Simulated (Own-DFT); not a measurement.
Simulation results for Al5Ga3N8 (wurtzite random alloy, atoms displaced)

A calculation, not a measurement: plane-wave PBE density functional theory by an unreviewed code, no spin, of a simulated periodic cell, stress positive in tension, free energy of the whole cell less one offset for each atom, forces on such cells passed a denser k mesh, this cell's mesh not checked; offsets are fitted by least squares, one for each functional and potential file, so energies compare only between cells with the same atoms and settings and are not formation energies; the far tail of each file's local potential was reset to the Coulomb form; each entry is a single point on an unrelaxed cell, so the pressure reflects the starting lattice, mostly measured values, from which strain is counted, and rises with the displacements; printed positions are rounded, which can move forces by about a meV/angstrom; the program is a retired in-house code; no spin-orbit coupling. Program: Own-DFT development build.

Settings shared by all entries: functional PBE; potential files PseudoDojo norm-conserving, scalar-relativistic, standard set; wave cutoff 42 hartree; occupations Fermi-Dirac; smearing width 0.05 eV; k mesh 3 x 3 x 3 centred on Gamma.

(1) Al5Ga3N8 (wurtzite random alloy, atoms displaced)

```xyz
128
Lattice="12.5635 0.0000 0.0000 -6.2817 10.8803 0.0000 0.0000 0.0000 10.1163" Properties=species:S:1:pos:R:3 Al5Ga3N8
Ga    -0.0226     1.8124     0.0503
Al     1.5289     0.8531     2.5148
N     -0.0232     1.8045     1.9341
N      1.6020     0.9620     4.4197
Ga     0.0109     1.8285     5.0249
Al     1.5752     0.8481     7.6062
N      0.0203     1.8503     6.9493
N      1.5814     0.9435     9.5189
Al    -1.5905     4.4771     0.0081
Al    -0.0059     3.6535     2.5136
N     -1.5862     4.5418     1.9034
N     -0.0023     3.5837     4.4930
Al    -1.5906     4.5290     4.9783
Al     0.0404     3.6093     7.5740
N     -1.5872     4.5515     7.0421
N     -0.0442     3.6479     9.5144
Al    -3.1119     7.2706    10.0791
Ga    -1.5918     6.3471     2.5187
N     -3.1592     7.2462     1.9024
N     -1.5948     6.3859     4.5214
Ga    -3.1856     7.2406     5.0570
Al    -1.5413     6.3497     7.5825
N     -3.1404     7.2386     7.0280
N     -1.5442     6.3448     9.4601
Al    -4.7305    10.0317    10.1159
Al    -3.1156     9.0182     2.5593
N     -4.7343     9.9334     1.9712
N     -3.1682     9.0208     4.4505
Al    -4.6829     9.9338     5.0413
Al    -3.1262     9.0342     7.6295
N     -4.6830     9.9790     6.9614
N     -3.1621     8.9934     9.5325
Ga     3.1388     1.8497    10.1162
Al     4.6791     0.9066     2.5755
N      3.1927     1.7847     1.9746
N      4.6281     0.8717     4.4501
Al     3.1883     1.8560     5.1275
Al     4.7416     0.8854     7.5776
N      3.1787     1.7512     6.9736
N      4.7012     0.8847     9.4962
Al     1.5740     4.5387     0.0334
Ga     3.1652     3.6833     2.4573
N      1.6148     4.5034     1.8776
N      3.1275     3.6187     4.4391
Ga     1.5598     4.4922     5.0723
Ga     3.1323     3.6050     7.5488
N      1.6395     4.5343     6.9545
N      3.1127     3.5915     9.5093
Al     0.0476     7.2742     0.0634
Al     1.5514     6.3378     2.5294
N      0.0093     7.2464     1.8931
N      1.5861     6.2917     4.3959
Al     0.0412     7.3036     5.0858
Ga     1.5911     6.3958     7.5684
N      0.0022     7.2672     6.9439
N      1.5898     6.3600     9.5181
Ga    -1.5542     9.9870    10.1153
Al     0.0180     9.0581     2.5321
N     -1.5718    10.0145     1.8996
N     -0.0320     9.0827     4.4547
Ga    -1.5459     9.9473     5.0367
Al    -0.0012     9.0660     7.5872
N     -1.6082     9.9183     7.0062
N     -0.0052     9.1426     9.5082
Al     6.3458     1.8258     0.0125
Al     7.8491     0.9200     2.5442
N      6.2703     1.7683     1.9740
N      7.8770     0.8925     4.4869
Ga     6.2864     1.7730     5.0304
Al     7.8977     0.8912     7.5756
N      6.2757     1.7766     7.0005
N      7.8453     0.9655     9.4670
Ga     4.7138     4.5090     0.0043
Ga     6.2831     3.5906     2.4898
N      4.7103     4.5130     1.9183
N      6.3048     3.6446     4.4919
Al     4.6663     4.5557     5.0253
Al     6.3175     3.5918     7.6172
N      4.7399     4.5176     7.0203
N      6.2775     3.6504     9.5182
Al     3.1370     7.2151    10.1034
Al     4.6957     6.3568     2.5382
N      3.1571     7.2852     1.9029
N      4.7300     6.3265     4.4684
Al     3.2018     7.2524     5.0684
Al     4.7497     6.3612     7.5941
N      3.1181     7.2055     6.9498
N      4.7174     6.3202     9.4533
Ga     1.5360     9.9810     0.0572
Al     3.1297     9.0686     2.5307
N      1.5882     9.9708     1.9636
N      3.1862     9.0069     4.4594
Al     1.5610     9.9241     5.0539
Al     3.1574     9.0323     7.5820
N      1.5507     9.9533     6.9892
N      3.1653     9.0764     9.4943
Ga     9.4286     1.8245     0.0145
Al    10.9431     0.8846     2.4633
N      9.4230     1.8052     1.9197
N     10.9968     0.9222     4.4552
Ga     9.3750     1.8154     5.0609
Ga    11.0301     0.8885     7.5965
N      9.3816     1.8423     6.9651
N     11.0814     0.8906     9.4391
Ga     7.8187     4.4794     0.0166
Al     9.4530     3.6253     2.5256
N      7.8776     4.5849     1.8932
N      9.3806     3.6829     4.4890
Al     7.8806     4.5341     5.0882
Ga     9.4407     3.6045     7.5291
N      7.8039     4.5443     6.9515
N      9.4557     3.6118     9.4871
Al     6.2525     7.2811     0.0090
Ga     7.8721     6.3650     2.4790
N      6.2514     7.2472     1.9041
N      7.8573     6.3295     4.4238
Al     6.2279     7.2396     5.0431
Ga     7.8045     6.3656     7.5876
N      6.2673     7.2300     6.9696
N      7.8247     6.3449     9.5034
Al     4.7639     9.9967    10.0941
Al     6.2483     9.0403     2.5537
N      4.6934     9.9814     1.8852
N      6.2877     9.0476     4.4727
Ga     4.7265     9.9989     5.1002
Ga     6.3330     9.0867     7.6240
N      4.6837     9.9780     6.9913
N      6.2721     9.0522     9.4813
```

Results for Al5Ga3N8 (wurtzite random alloy, atoms displaced): free energy of cell above offsets -24.912 eV; pressure 5.53 GPa; stress xx -5.29 GPa; stress yy -5.14 GPa; stress zz -6.16 GPa; stress yz 0.09 GPa; stress xz 0.16 GPa; stress xy -0.22 GPa.

Force:
| element | x (eV/Å) | y (eV/Å) | z (eV/Å) |
| --- | --- | --- | --- |
| Ga | 0.767 | 0.792 | -0.797 |
| Al | 1.026 | 0.875 | 0.623 |
| N | -0.177 | 0.215 | 1.135 |
| N | 0.634 | -1.482 | 0.238 |
| Ga | 0.237 | -1.323 | 0.438 |
| Al | 0.158 | 1.278 | -0.583 |
| N | 0.882 | -0.59 | 1.078 |
| N | -0.485 | -1.411 | -0.656 |
| Al | 0.172 | 1.501 | -0.94 |
| Al | 0.451 | -0.684 | 0.342 |
| N | 0.453 | -1.147 | 0.228 |
| N | -1.303 | 2.124 | -2.145 |
| Al | 0.425 | 0.471 | 1.805 |
| Al | -0.642 | 0.802 | 0.266 |
| N | 1.824 | 0.108 | -1.809 |
| N | 1.161 | 0.31 | -0.162 |
| Al | -0.45 | -1.585 | 0.13 |
| Ga | 0.017 | 0.373 | 0.75 |
| N | 0.983 | 1.175 | -0.909 |
| N | 1.802 | -0.898 | -0.81 |
| Ga | 0.066 | -0.137 | 1.082 |
| Al | -0.532 | -0.193 | -0.1 |
| N | 0.566 | 0.544 | -0.067 |
| N | 0.319 | 0.154 | 1.386 |
| Al | 0.579 | -1.222 | 0.508 |
| Al | -0.34 | 0.807 | -0.675 |
| N | 0.093 | -0.005 | -0.801 |
| N | 0.076 | 1.015 | -0.777 |
| Al | -0.389 | 1.218 | -0.103 |
| Al | -0.355 | -0.122 | -0.293 |
| N | 0.642 | -0.102 | -0.024 |
| N | -0.709 | 1.789 | -0.44 |
| Ga | 0.714 | -1.16 | 0.879 |
| Al | 0.257 | -0.347 | -0.42 |
| N | -1.459 | -0.075 | -0.519 |
| N | 0.816 | 0.695 | -0.167 |
| Al | -1.118 | -0.641 | -1.326 |
| Al | -0.312 | -0.415 | 0.363 |
| N | -0.58 | -0.325 | 0.387 |
| N | 1.232 | 1.317 | -0.508 |
| Al | -0.399 | -0.229 | -1.415 |
| Ga | -0.368 | -2.155 | 1.603 |
| N | -2.186 | 1.347 | 0.413 |
| N | 1.161 | -0.1 | 0.315 |
| Ga | 0.228 | 0.412 | -0.432 |
| Ga | 1.102 | -0.294 | 0.717 |
| N | -2.143 | 0.049 | 0.945 |
| N | -0.543 | 1.702 | 0.037 |
| Al | -0.922 | -0.159 | -1.995 |
| Al | 0.756 | -0.069 | -0.36 |
| N | 0.627 | 0.601 | 0.872 |
| N | -0.14 | 1.874 | 0.507 |
| Al | -0.484 | -1.275 | -0.773 |
| Ga | -0.859 | -1.236 | 0.532 |
| N | -0.393 | 0.508 | 0.359 |
| N | -0.356 | -0.229 | 0.805 |
| Ga | -1.164 | -0.045 | 0.021 |
| Al | -0.724 | 0.383 | -0.18 |
| N | 0.246 | -1.114 | 1.898 |
| N | 2.103 | -0.985 | -0.981 |
| Ga | -1.722 | 0.304 | 1.077 |
| Al | -0.272 | 0.116 | 0.165 |
| N | 0.806 | 0.507 | 0.34 |
| N | 0.49 | -2.376 | -0.606 |
| Al | -1.665 | -0.258 | -0.114 |
| Al | 0.061 | -0.333 | 0.362 |
| N | 0.422 | -0.625 | -1.088 |
| N | -0.679 | -1.723 | -1.556 |
| Ga | -0.74 | 0.729 | 0.647 |
| Al | -0.955 | -0.041 | -0.152 |
| N | 0.636 | 0.096 | 0.449 |
| N | 0.027 | -0.618 | 0.263 |
| Ga | -0.535 | 0.411 | -0.613 |
| Ga | 0.566 | 0.771 | 1.328 |
| N | 0.864 | 1.889 | 0.16 |
| N | -0.545 | 0.305 | -0.434 |
| Al | 0.939 | -1.015 | 1.099 |
| Al | -0.677 | 0.275 | -0.835 |
| N | 0.51 | 0.546 | -0.959 |
| N | -0.143 | -2.092 | -0.566 |
| Al | 0.737 | 0.837 | -0.091 |
| Al | 0.234 | -0.213 | -0.22 |
| N | -0.487 | -0.734 | 0.22 |
| N | -0.572 | 0.261 | -0.771 |
| Al | -0.986 | -0.824 | -0.399 |
| Al | -0.722 | -1.034 | -0.439 |
| N | 2.185 | 1.5 | -0.206 |
| N | -0.239 | 1.285 | 0.86 |
| Ga | 1.198 | 0.418 | -1.035 |
| Al | 0.69 | -0.162 | -0.002 |
| N | -0.357 | 0.265 | 1.002 |
| N | -1.396 | 0.514 | -0.527 |
| Al | 0.638 | 0.448 | 0.335 |
| Al | -0.551 | 0.232 | 0.155 |
| N | 0.611 | -0.068 | -0.413 |
| N | 0.325 | -0.464 | 0.06 |
| Ga | 0.453 | -0.382 | -0.939 |
| Al | 0.941 | 0.061 | 1.397 |
| N | -0.444 | 0.355 | 1.056 |
| N | -0.687 | -0.137 | -1.54 |
| Ga | 1.362 | 0.455 | 0.07 |
| Ga | -0.413 | 1.046 | -1.332 |
| N | 0.288 | -1.676 | 0.405 |
| N | -1.453 | -0.701 | 1.977 |
| Ga | 1.295 | 1.395 | -0.781 |
| Al | -0.958 | 0.313 | 0.355 |
| N | 0.527 | -1.99 | 0.918 |
| N | 0.979 | -0.417 | -1.55 |
| Al | -1.331 | 0.629 | -0.309 |
| Ga | -0.635 | 1.179 | 0.802 |
| N | 0.125 | -0.738 | 0.211 |
| N | -0.196 | 0.303 | 0.494 |
| Al | 0.423 | -0.903 | -0.391 |
| Ga | -0.834 | -0.01 | 0.816 |
| N | -0.797 | 0.543 | 0.039 |
| N | -1.542 | -0.297 | 0.584 |
| Al | 1.518 | -0.033 | 0.29 |
| Ga | 0.959 | -0.695 | 0.346 |
| N | -1.03 | 0.877 | -1 |
| N | 0.135 | 0.751 | 1.14 |
| Al | -0.989 | -0.566 | -0.094 |
| Al | 0.174 | 0.28 | -0.13 |
| N | 0.147 | -0.255 | 0.232 |
| N | 0.435 | -0.305 | -0.512 |
| Ga | 0.076 | -0.053 | -0.607 |
| Ga | -0.657 | -0.532 | -1.359 |
| N | -0.072 | -0.917 | 0.515 |
| N | 0.461 | 0.608 | 1.905 |

(2) Al5Ga3N8 (wurtzite random alloy, atoms displaced)

```xyz
128
Lattice="12.5635 0.0000 0.0000 -6.2817 10.8803 0.0000 0.0000 0.0000 10.1163" Properties=species:S:1:pos:R:3 Al5Ga3N8
Al     0.0085     1.8276     0.0300
Al     1.5672     0.9147     2.4983
N     -0.0126     1.8163     1.9767
N      1.5108     0.9262     4.4516
Al     0.0186     1.8580     5.0360
Al     1.6119     0.9184     7.5859
N      0.0042     1.8059     7.0013
N      1.5511     0.8895     9.5087
Al    -1.5424     4.5511    10.0329
Ga    -0.0427     3.6434     2.5259
N     -1.5912     4.5196     1.9230
N     -0.0272     3.5989     4.4551
Ga    -1.5444     4.5045     5.0056
Al    -0.0204     3.6898     7.5907
N     -1.6003     4.5198     7.0297
N     -0.0041     3.6821     9.4898
Al    -3.1406     7.2723    10.1121
Al    -1.5521     6.3378     2.5498
N     -3.1852     7.3189     1.9118
N     -1.5377     6.3517     4.4481
Al    -3.1735     7.2714     5.0484
Al    -1.5771     6.2842     7.5827
N     -3.1456     7.2938     6.9535
N     -1.5678     6.3465     9.5071
Al    -4.7117     9.9501     0.0318
Al    -3.1295     9.0345     2.5362
N     -4.7218    10.0110     1.9509
N     -3.1180     9.0895     4.4075
Ga    -4.6786    10.0077     5.1055
Ga    -3.1399     9.0764     7.5629
N     -4.6981     9.9908     6.9820
N     -3.1564     9.0751     9.4956
Ga     3.1318     1.8297     0.0157
Ga     4.7064     0.8682     2.5387
N      3.1075     1.7737     1.9411
N      4.7191     0.9099     4.4757
Al     3.1573     1.7958     5.0684
Al     4.6901     0.9424     7.6393
N      3.1952     1.8722     6.9788
N      4.7287     0.9054     9.4363
Ga     1.6001     4.5117    10.0898
Al     3.1109     3.5708     2.5632
N      1.5804     4.4840     1.9181
N      3.1475     3.6179     4.4357
Ga     1.5807     4.5546     4.9927
Al     3.1693     3.6716     7.5802
N      1.5822     4.5163     6.9795
N      3.1536     3.5783     9.5361
Al    -0.0296     7.2734     0.0113
Al     1.5573     6.3870     2.5557
N     -0.0175     7.2501     1.8835
N      1.6089     6.3432     4.4300
Al     0.0238     7.2904     5.0515
Ga     1.5715     6.3414     7.6190
N      0.0047     7.2359     6.9623
N      1.6357     6.3126     9.4896
Ga    -1.6181     9.9383    10.1147
Al    -0.0255     9.0577     2.4776
N     -1.5687     9.9865     1.9255
N      0.0034     9.0971     4.4270
Ga    -1.5217     9.9961     5.0601
Al    -0.0270     9.0286     7.5717
N     -1.5946     9.9702     6.9663
N      0.0669     9.0794     9.4996
Al     6.2659     1.8329     0.0477
Al     7.8578     0.8817     2.5028
N      6.3082     1.8485     1.9444
N      7.8476     0.9430     4.4501
Al     6.2318     1.8566     5.0562
Ga     7.8521     0.9558     7.5462
N      6.3079     1.7971     7.0185
N      7.8208     0.9111     9.5669
Ga     4.6907     4.5295     0.0044
Ga     6.2043     3.6584     2.5898
N      4.6894     4.5435     1.9298
N      6.2932     3.5671     4.4514
Ga     4.7234     4.4831     5.0895
Al     6.3022     3.6227     7.5723
N      4.7035     4.4845     6.9532
N      6.2826     3.6348     9.5044
Al     3.0799     7.2918     0.0523
Ga     4.7426     6.3835     2.5157
N      3.1829     7.2939     1.9438
N      4.7428     6.3714     4.4455
Ga     3.1629     7.3071     5.0850
Al     4.7147     6.3629     7.5959
N      3.1198     7.2374     6.9624
N      4.7474     6.3525     9.5317
Al     1.6312    10.0018    10.1110
Al     3.1252     9.0071     2.5125
N      1.5977     9.9576     1.9665
N      3.1011     9.1072     4.4380
Al     1.5679     9.9702     5.0501
Al     3.1230     9.1046     7.6097
N      1.5583     9.9808     7.0460
N      3.1674     9.0587     9.5345
Al     9.4726     1.8445     0.0103
Ga    10.9694     0.9081     2.5472
N      9.3988     1.8275     1.9713
N     11.0249     0.9699     4.4652
Al     9.3891     1.8417     5.0235
Al    10.9988     0.8977     7.5365
N      9.4063     1.8196     7.0311
N     11.0156     0.8889     9.4897
Al     7.8593     4.5428     0.0197
Ga     9.4305     3.6843     2.5162
N      7.8551     4.5520     1.9146
N      9.3867     3.6027     4.4753
Ga     7.8386     4.5152     5.0500
Ga     9.4064     3.6096     7.5881
N      7.8708     4.5285     6.9728
N      9.4379     3.6253     9.5163
Al     6.2680     7.2898    10.0634
Al     7.8559     6.2998     2.5668
N      6.2824     7.2774     1.9201
N      7.8567     6.3467     4.4545
Al     6.3077     7.2380     5.0487
Al     7.8769     6.2947     7.6028
N      6.2748     7.2677     6.9916
N      7.8785     6.3713     9.5412
Ga     4.6685     9.9505     0.0030
Ga     6.2540     9.0469     2.4996
N      4.7000     9.9290     1.9202
N      6.2409     9.1182     4.4174
Ga     4.7002     9.9514     5.0379
Al     6.3075     9.0740     7.5276
N      4.7111     9.9813     6.9884
N      6.2585     9.1147     9.5274
```

Results for Al5Ga3N8 (wurtzite random alloy, atoms displaced): free energy of cell above offsets -25.206 eV; pressure 5.48 GPa; stress xx -5.38 GPa; stress yy -5.62 GPa; stress zz -5.44 GPa; stress yz -0.04 GPa; stress xz -0.14 GPa; stress xy -0.03 GPa.

Force:
| element | x (eV/Å) | y (eV/Å) | z (eV/Å) |
| --- | --- | --- | --- |
| Al | -0.309 | -0.27 | -0.495 |
| Al | -0.658 | -0.427 | 0.943 |
| N | 0.811 | -0.262 | -1.612 |
| N | 1.542 | 0.933 | -0.381 |
| Al | -0.407 | -1.04 | 1.035 |
| Al | -0.567 | 0.546 | 0.133 |
| N | 0.269 | 0.702 | -0.43 |
| N | -0.23 | -0.125 | -0.098 |
| Al | -0.674 | -0.182 | 1.179 |
| Ga | 0.697 | -0.367 | -0.106 |
| N | 0.483 | 1.952 | -1.349 |
| N | 0.987 | 0.117 | -0.057 |
| Ga | -1.09 | 0.549 | 1.204 |
| Al | 0.613 | -1.477 | -0.274 |
| N | 1.043 | 0.548 | -0.633 |
| N | -0.409 | -1.257 | -0.086 |
| Al | -0.045 | -0.126 | 0.14 |
| Al | -0.738 | 0.246 | -0.556 |
| N | 0.841 | -1.691 | 0.166 |
| N | -0.399 | 0.898 | -0.228 |
| Al | 0.918 | 0.128 | -0.033 |
| Al | -0.115 | 1.487 | -0.29 |
| N | 0.033 | -2.14 | -0.062 |
| N | -0.068 | 0.48 | -0.173 |
| Al | -0.471 | 0.627 | -0.047 |
| Al | -0.712 | 1.396 | -0.106 |
| N | 1.113 | -0.373 | -0.762 |
| N | -0.135 | -1.045 | 0.243 |
| Ga | -0.668 | -0.23 | -1.476 |
| Ga | -0.013 | -0.036 | 0.405 |
| N | -0.781 | 0.512 | 0.891 |
| N | -0.922 | -0.848 | 0.583 |
| Ga | 0.17 | -1.478 | -0.144 |
| Ga | 0.329 | 1.036 | 0.093 |
| N | 0.148 | 0.867 | 0.448 |
| N | -0.278 | 1.173 | 0.161 |
| Al | -0.776 | 0.159 | -0.07 |
| Al | 0.712 | -0.511 | -1.59 |
| N | -0.696 | -0.632 | -0.065 |
| N | 0.238 | 0.303 | 1.868 |
| Ga | -0.236 | 0.096 | 0.709 |
| Al | 0.401 | 0.648 | -0.664 |
| N | 0.435 | 1.368 | 0.803 |
| N | 0.053 | -1.199 | -0.307 |
| Ga | -0.177 | -0.55 | 1.093 |
| Al | -0.709 | -0.812 | 0.326 |
| N | -0.179 | -0.399 | 0.164 |
| N | 0.019 | 1.052 | -1.864 |
| Al | 0.805 | -0.232 | -0.897 |
| Al | 0.629 | -0.895 | -0.812 |
| N | 0.219 | -0.06 | 0.655 |
| N | -1.231 | 1.277 | -0.466 |
| Al | -0.059 | -0.448 | 0.025 |
| Ga | 0.035 | -0.143 | -0.875 |
| N | -1.073 | 0.253 | -0.182 |
| N | -1.046 | 1.545 | 1.65 |
| Ga | 1.329 | 0.902 | -0.339 |
| Al | 0.656 | 0.431 | 0.452 |
| N | -0.147 | -1.619 | 0.23 |
| N | 1.076 | -1.124 | -0.531 |
| Ga | -0.822 | -0.375 | 0.181 |
| Al | 0.304 | 0.743 | 0.384 |
| N | 1.346 | 0.85 | 0.941 |
| N | -0.295 | -0.83 | 0.056 |
| Al | 0.268 | -0.223 | -0.675 |
| Al | -0.09 | 0.535 | 0.618 |
| N | -0.189 | -0.889 | -0.505 |
| N | -0.545 | -0.562 | 0.102 |
| Al | 1.169 | -1.718 | 0.647 |
| Ga | 0.02 | -1.191 | 1.603 |
| N | -2.022 | 1.33 | -1.355 |
| N | 0.847 | 0.502 | 0.361 |
| Ga | 0.623 | 0.22 | 0.157 |
| Ga | 1.173 | -0.346 | -1.312 |
| N | -1.3 | -0.452 | 0.424 |
| N | -0.368 | 0.627 | 0.847 |
| Ga | -0.279 | 1.153 | -0.972 |
| Al | -0.24 | -0.255 | 0.607 |
| N | 0.792 | 1.137 | 1.844 |
| N | 0.864 | -0.315 | -0.338 |
| Al | 1.41 | -0.675 | -0.6 |
| Ga | -0.212 | -0.649 | 0.333 |
| N | -1.984 | -0.884 | -0.725 |
| N | 0.477 | -0.306 | 0.668 |
| Ga | 0.158 | -0.572 | -0.571 |
| Al | -0.189 | -0.24 | 0.002 |
| N | 1.224 | 1.004 | 1.42 |
| N | -1.14 | 0.927 | -0.744 |
| Al | -0.8 | 0.063 | 0.255 |
| Al | 0.429 | 1.768 | 0.686 |
| N | -0.588 | -0.245 | -0.875 |
| N | -0.391 | -0.172 | -0.669 |
| Al | -0.146 | 0.993 | 0.403 |
| Al | 0.332 | -0.581 | -0.181 |
| N | -0.14 | -1.083 | -1.392 |
| N | -1.869 | -0.772 | -0.938 |
| Al | -0.702 | -0.836 | 0.075 |
| Ga | 0.083 | -0.541 | 0.027 |
| N | -0.339 | -0.205 | -1.367 |
| N | -0.88 | 0.132 | 0.884 |
| Al | 0.581 | -0.932 | 0.642 |
| Al | 0.183 | 0.337 | 0.72 |
| N | 1.485 | -0.479 | -1.889 |
| N | -0.277 | 1.359 | -0.032 |
| Al | -0.183 | -0.071 | -0.251 |
| Ga | -0.769 | -1.245 | 0.48 |
| N | -0.666 | 0.552 | -0.149 |
| N | 0.667 | 0.197 | -0.246 |
| Ga | 0.199 | 0.223 | 0.247 |
| Ga | 0.127 | -0.129 | 0.425 |
| N | -1.304 | 0.484 | 0.576 |
| N | -0.137 | 0.496 | 0.99 |
| Al | 0.509 | -0.035 | 0.759 |
| Al | -0.277 | 1.278 | -1.003 |
| N | 1.443 | -1.367 | -1.128 |
| N | 0.002 | 0.568 | -0.264 |
| Al | -0.514 | 0.917 | 0.119 |
| Al | -0.216 | 1.207 | 0.032 |
| N | 0.534 | -0.57 | -0.257 |
| N | -0.299 | -0.382 | -0.695 |
| Ga | 1.141 | 1.034 | 0.323 |
| Ga | 0.717 | 0.813 | 0.404 |
| N | -1.371 | 0.391 | 0.487 |
| N | 1.362 | -1.914 | 1.031 |
| Ga | -0.224 | 1.298 | 0.339 |
| Al | -0.55 | 0.302 | 1.105 |
| N | -0.153 | -0.461 | 0.551 |
| N | 1.418 | -1.176 | -1.163 |
